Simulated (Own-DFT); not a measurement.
# Computed records: Al3GaN4 (wurtzite random alloy, strained, atoms displaced)

Computed with Own-DFT development build. A calculation, not a measurement: plane-wave density functional theory by an unreviewed code, no spin, of a simulated periodic cell, stress positive in tension, run twice, with PBE and with PBEsol, both on files made for PBE, so the change isn't that of files made for PBEsol, forces on such cells passed a denser k mesh, this cell's mesh not checked; the far tail of each file's local potential was reset to the Coulomb form; each entry is a single point on an unrelaxed cell, so the pressure reflects the starting lattice, mostly measured values (interpolated for alloys), from which strain is counted, and rises with the displacements; printed positions are rounded, which can move forces by about a meV/angstrom; the program, named Own-DFT, is a retired in-house code; no spin-orbit coupling; stress was not checked against mesh or cutoff.

Entry: Al3GaN4 (wurtzite random alloy, strained, atoms displaced)

```
cell vectors (Å)
   9.6521     0.0000     0.0000
  -4.8260     8.3589     0.0000
   0.0000     0.0000    10.0655
atoms (fractions of the cell vectors)
Al  0.11287  0.22356  0.99940
Al  0.21825  0.10420  0.24325
N   0.11080  0.22063  0.19147
N   0.22036  0.11017  0.43848
Ga  0.11646  0.21727  0.50068
Al  0.21164  0.10968  0.74979
N   0.10833  0.21307  0.68814
N   0.22743  0.11470  0.94602
Al  0.11478  0.56021  0.99780
Ga  0.22705  0.45886  0.24823
N   0.10991  0.56021  0.19030
N   0.21383  0.44856  0.42652
Ga  0.11617  0.55720  0.50805
Ga  0.23129  0.44620  0.74323
N   0.11208  0.55952  0.68558
N   0.23213  0.45266  0.94389
Al  0.11171  0.89055  0.00119
Al  0.21801  0.78392  0.24699
N   0.10232  0.89034  0.18178
N   0.22341  0.77343  0.43794
Al  0.11647  0.89310  0.49637
Al  0.22181  0.77898  0.74887
N   0.11851  0.88427  0.68933
N   0.21968  0.78574  0.94020
Ga  0.44846  0.21640  0.99800
Al  0.55162  0.10128  0.25318
N   0.44477  0.21538  0.19417
N   0.55157  0.10001  0.43911
Al  0.43754  0.22365  0.50518
Al  0.56090  0.11419  0.74124
N   0.44427  0.22623  0.69031
N   0.54930  0.11262  0.93839
Al  0.44254  0.54928  0.99864
Ga  0.55582  0.43561  0.25027
N   0.44458  0.56767  0.19474
N   0.55292  0.44428  0.44044
Al  0.43820  0.55763  0.49583
Al  0.56015  0.45556  0.74214
N   0.44700  0.55090  0.69102
N   0.56411  0.45200  0.94645
Al  0.43632  0.88024  0.99832
Al  0.56078  0.77014  0.24966
N   0.44123  0.88776  0.18823
N   0.55362  0.78441  0.43874
Al  0.44177  0.89716  0.50929
Al  0.56079  0.78094  0.75155
N   0.43846  0.88720  0.69028
N   0.56293  0.78762  0.93881
Al  0.77297  0.21808  0.99794
Al  0.89624  0.12278  0.24807
N   0.76862  0.21575  0.19047
N   0.88835  0.10876  0.44681
Al  0.77008  0.22083  0.49203
Ga  0.88411  0.10487  0.74935
N   0.77246  0.22186  0.69581
N   0.88880  0.11919  0.94027
Al  0.77418  0.55530  0.99808
Al  0.88665  0.44128  0.25237
N   0.78285  0.55118  0.18987
N   0.88685  0.44195  0.44089
Al  0.78424  0.55951  0.49784
Al  0.88631  0.44170  0.75455
N   0.76843  0.54950  0.68559
N   0.88975  0.44207  0.93877
Al  0.77408  0.87526  0.00580
Ga  0.88896  0.77794  0.25791
N   0.77385  0.88826  0.19535
N   0.89907  0.78111  0.43416
Ga  0.76608  0.88702  0.50220
Al  0.88220  0.77070  0.74306
N   0.77489  0.89390  0.69131
N   0.88958  0.78921  0.93991
```

* functional: PBE, then PBEsol
* potential files: PseudoDojo norm-conserving, scalar-relativistic, standard set
* wave cutoff: 42 hartree
* occupations: Fermi-Dirac
* smearing width: 0.1 eV
* k mesh: 4 x 4 x 3 centred on Gamma
* PBE pressure: -3.85 GPa
* PBE stress xx: 6.25 GPa
* PBE stress yy: 8.43 GPa
* PBE stress zz: -3.13 GPa
* PBE stress yz: -0.26 GPa
* PBE stress xz: 0.5 GPa
* PBE stress xy: -0.36 GPa
* PBEsol pressure: -6.77 GPa
* PBEsol stress xx: 9.08 GPa
* PBEsol stress yy: 11.28 GPa
* PBEsol stress zz: -0.05 GPa
* PBEsol stress yz: -0.25 GPa
* PBEsol stress xz: 0.47 GPa
* PBEsol stress xy: -0.38 GPa
* rms change of force components from PBE to PBEsol: 0.066 eV/Å

Force:
```tsv
force element	PBE force x (eV/Å)	PBE force y (eV/Å)	PBE force z (eV/Å)	PBEsol force x (eV/Å)	PBEsol force y (eV/Å)	PBEsol force z (eV/Å)
Al	-0.353	0.075	0.193	-0.347	0.094	0.169
Al	-0.152	1.155	0.209	-0.162	1.167	0.207
N	0.218	0.162	-0.472	0.228	0.292	-0.424
N	1.569	-0.655	-0.568	1.406	-0.554	-0.509
Ga	-1.886	0.782	-1.266	-1.864	0.736	-1.224
Al	2.348	-0.528	0.742	2.363	-0.535	0.735
N	-0.129	0.991	0.972	-0.277	1.062	0.866
N	-1.573	-0.578	-1.113	-1.407	-0.503	-1.039
Al	-0.441	-0.272	0.305	-0.433	-0.273	0.282
Ga	-0.26	-1.121	-1.943	-0.261	-1.089	-1.862
N	-1.091	0.307	-0.778	-0.941	0.233	-0.706
N	2.014	-0.545	4.118	1.87	-0.568	3.983
Ga	-0.998	-0.183	-3.112	-0.967	-0.184	-3.044
Ga	-1.421	-0.672	1.177	-1.381	-0.649	1.16
N	-0.245	-0.385	3.596	-0.129	-0.449	3.395
N	-0.947	-0.805	-0.3	-0.96	-0.813	-0.427
Al	-0.729	0.373	-1.346	-0.73	0.371	-1.374
Al	0.92	-0.63	-0.04	0.905	-0.633	-0.049
N	1.536	0.086	1.51	1.386	-0.008	1.582
N	-0.698	1.878	0.061	-0.683	1.704	0.126
Al	0.324	-0.799	0.313	0.314	-0.794	0.309
Al	0.333	-0.134	0.356	0.354	-0.148	0.35
N	-2.251	0.654	-0.285	-2.247	0.653	-0.277
N	0.659	-1.272	-0.258	0.648	-1.263	-0.245
Ga	-1.171	1.338	0.528	-1.139	1.293	0.521
Al	-0.108	0.043	-0.933	-0.104	0.055	-0.944
N	-0.483	-0.756	0.298	-0.469	-0.592	0.202
N	-0.844	1.652	0.872	-0.857	1.653	0.875
Al	0.805	0.023	-1.081	0.807	0.021	-1.108
Al	-1.673	-0.38	1.445	-1.686	-0.4	1.435
N	-0.293	-0.159	0.365	-0.296	-0.157	0.398
N	2.678	-1.559	-1.028	2.483	-1.461	-0.947
Al	0.607	1.393	0.708	0.614	1.393	0.7
Ga	-0.393	0.73	-0.487	-0.378	0.706	-0.451
N	1.539	-1.699	-1.678	1.463	-1.866	-1.589
N	-0.002	0.289	1.327	0.01	0.287	1.167
Al	0.473	0.116	-0.611	0.457	0.11	-0.616
Al	0.379	-2.333	1.402	0.375	-2.355	1.418
N	-0.271	2.023	-1.184	-0.438	1.937	-1.126
N	-1.053	-0.187	-1.426	-1.051	-0.332	-1.39
Al	0.449	1.43	0.186	0.443	1.428	0.162
Al	-1.642	2.289	0.383	-1.637	2.305	0.392
N	0.006	-0.504	0.076	0.019	-0.521	0.094
N	-0.826	-1.43	0.54	-0.691	-1.32	0.604
Al	0.421	-1.755	-2.029	0.428	-1.77	-2.029
Al	-1.014	-0.125	-0.132	-1.034	-0.134	-0.162
N	0.993	0.129	1.071	0.992	0.129	1.102
N	-0.477	-1.386	0.188	-0.471	-1.383	0.211
Al	-0.327	0.164	0.021	-0.349	0.176	0.007
Al	-0.426	-1.398	0.486	-0.418	-1.399	0.495
N	0.704	0.729	0.348	0.689	0.724	0.354
N	-0.791	0.961	-1.24	-0.666	0.862	-1.133
Al	1.087	-0.002	1.01	1.098	-0.007	1.019
Ga	-0.352	1.608	0.428	-0.352	1.57	0.416
N	0.472	0.732	-1.529	0.613	0.661	-1.48
N	0.958	-0.866	1.123	0.961	-0.895	0.959
Al	1.396	0.595	0.515	1.413	0.61	0.502
Al	0.429	0.05	-0.681	0.449	0.038	-0.682
N	-0.446	0.168	-0.286	-0.571	0.235	-0.187
N	-0.628	-0.18	0.111	-0.503	-0.107	0.169
Al	-0.42	-0.543	-0.723	-0.427	-0.53	-0.749
Al	0.106	-0.117	-1.053	0.115	-0.109	-1.084
N	1.362	1.245	0.427	1.371	1.227	0.428
N	-0.271	0.675	0.577	-0.27	0.666	0.611
Al	-1.076	2.195	0.034	-1.076	2.205	0.028
Ga	-0.571	-0.325	-3.182	-0.561	-0.303	-3.089
N	0.35	0.529	-0.512	0.482	0.484	-0.442
N	-0.301	-0.572	4.134	-0.409	-0.515	3.92
Ga	1.197	0.492	-1.042	1.158	0.519	-1.011
Al	0.517	1.009	0.715	0.52	1.018	0.695
N	0.854	-2.481	0.341	0.862	-2.275	0.235
N	1.33	-1.734	-0.888	1.343	-1.731	-0.887
```
